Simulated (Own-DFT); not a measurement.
# Which defects push the lattice out? L1_0 TiAl

Everything here is calculated. The program is Own-DFT (plane waves, in-house, since retired, never reviewed by a person); positions were held fixed, and spin and spin-orbit coupling were off.

All runs used: PBE; PseudoDojo norm-conserving scalar-relativistic files; cutoff 42 hartree; 4 x 4 x 4 k mesh centred on Gamma; cold (Marzari-Vanderbilt) smearing of 0.2 eV.

Caveats: forces on such cells failed a check on a denser k mesh; stress not checked against mesh or cutoff.

All runs share one cell, with vectors in Å (5.622, 5.622, 0.000); (-5.622, 5.622, 0.000); (0.000, 0.000, 8.133) and a volume of 514.0 Å³. The atoms are randomly displaced, by u rms on each axis. The defect's site can differ from row to row.

```
            cell   formula   u (Å)  P (GPa)
       no defect  Al16Ti16  0.0212     1.19
       no defect  Al16Ti16  0.0440     1.59
       no defect  Al16Ti16  0.0442     1.59
  one Ti vacancy  Al16Ti15  0.0288     0.44
  one Ti vacancy  Al16Ti15  0.0288     0.44
  one Ti vacancy  Al16Ti15  0.0317        ?
  one Ti vacancy  Al16Ti15  0.0317     0.66
two Al vacancies  Al14Ti16  0.0323    -0.56
two Al vacancies  Al14Ti16  0.0325    -0.68
two Al vacancies  Al14Ti16  0.0506    -0.20
```

## Worked fit

P = P0 + c u² + a shift for each defect gives P0 = 1.06 GPa, c = 279 ± 42 GPa/Å² and a scatter of 0.07 GPa. The shifts, and each times the cell's volume:

- one Ti vacancy: -0.79 ± 0.06 GPa, -2.5 eV
- two Al vacancies: -1.97 ± 0.06 GPa, -6.3 eV (-3.2 eV for each of its 2 sites)

A positive shift means that the defect pushes the cell outwards. Shift times volume (160.2 GPa Å³ is 1 eV) depends little on the cell's size, so, taken for each site, it can be compared between cells at like pressure. The atoms around the defects weren't relaxed, which would change these numbers.

## Test on the hidden row

Q: what pressure belongs in the blank (one Ti vacancy, u = 0.0317 Å)?

The fit gives 0.54 ± 0.08 GPa. DFT gave 0.55 GPa.
